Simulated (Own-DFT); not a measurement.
# A layer strained by its substrate: wurtzite AlN, 72 atoms (Al36N36)

Calculated, not measured: single-point runs of Own-DFT, a retired in-house plane-wave DFT program that no person has reviewed, on unrelaxed cells, without spin or spin-orbit coupling.

All runs used: PBE; PseudoDojo norm-conserving scalar-relativistic files; cutoff 42 hartree; 3 x 3 x 2 k mesh centred on Gamma; Fermi-Dirac smearing of 0.1 eV.

Limits: forces on such cells moved up to 12 meV/angstrom on a denser k mesh; stress not checked against mesh or cutoff.

Unstrained cell vectors in Å: (9.336, 0.000, 0.000); (-4.668, 8.085, 0.000); (0.000, 0.000, 9.964). The unstrained cell has measured lattice constants (interpolated for alloys), not those of this functional. That, the random moves and any unrelaxed bonds set the pressure at no strain. Each run strains x and y alike by e, as a substrate would, and holds the height along z. Random moves of width 0.05 Å per axis were added to every atom. Stress is positive in tension.

| e (%) | u (Å) | (s_xx + s_yy)/2 (GPa) | s_zz (GPa) |
|---|---|---|---|
| -3.00 | 0.052 | -26.24 | -10.85 |
| -2.50 | 0.050 | -21.11 | -11.60 |
| -2.25 | 0.055 | -21.96 | -6.72 |
| -1.50 | 0.049 | ? | ? |
| -1.25 | 0.052 | -14.59 | -6.35 |
| -0.50 | 0.045 | -8.05 | -6.19 |
| 1.25 | 0.049 | 1.43 | -3.39 |
| 1.50 | 0.055 | 1.97 | -3.40 |
| 2.00 | 0.050 | 4.75 | -2.77 |
| 3.00 | 0.048 | 9.29 | -1.12 |

## What the rows give

With e as a fraction, the in-plane stress is -5.9 + 592 e - 2836 e² GPa (errors 15 and 1037, scatter 0.94), and s_zz is -5.5 + 154 e GPa (slope ± 21, scatter 1.31). At e = 0 the first slope is C11 + C12 and the second 2 C13, both with the ions held to the strained lattice and at the cell's own pressure. A free layer would change its height as e changes, and the in-plane slope would drop by 2 C13²/C33 to the biaxial modulus. At fixed height, a misfit of 1 % moves the in-plane stress by about 5.9 GPa and s_zz by 1.5 GPa.

## Withheld run

The question: what are the two stresses at e = -1.50 %?

The fit gives -15.4 and -7.8 GPa. Computed: -14.98 and -8.35 GPa.
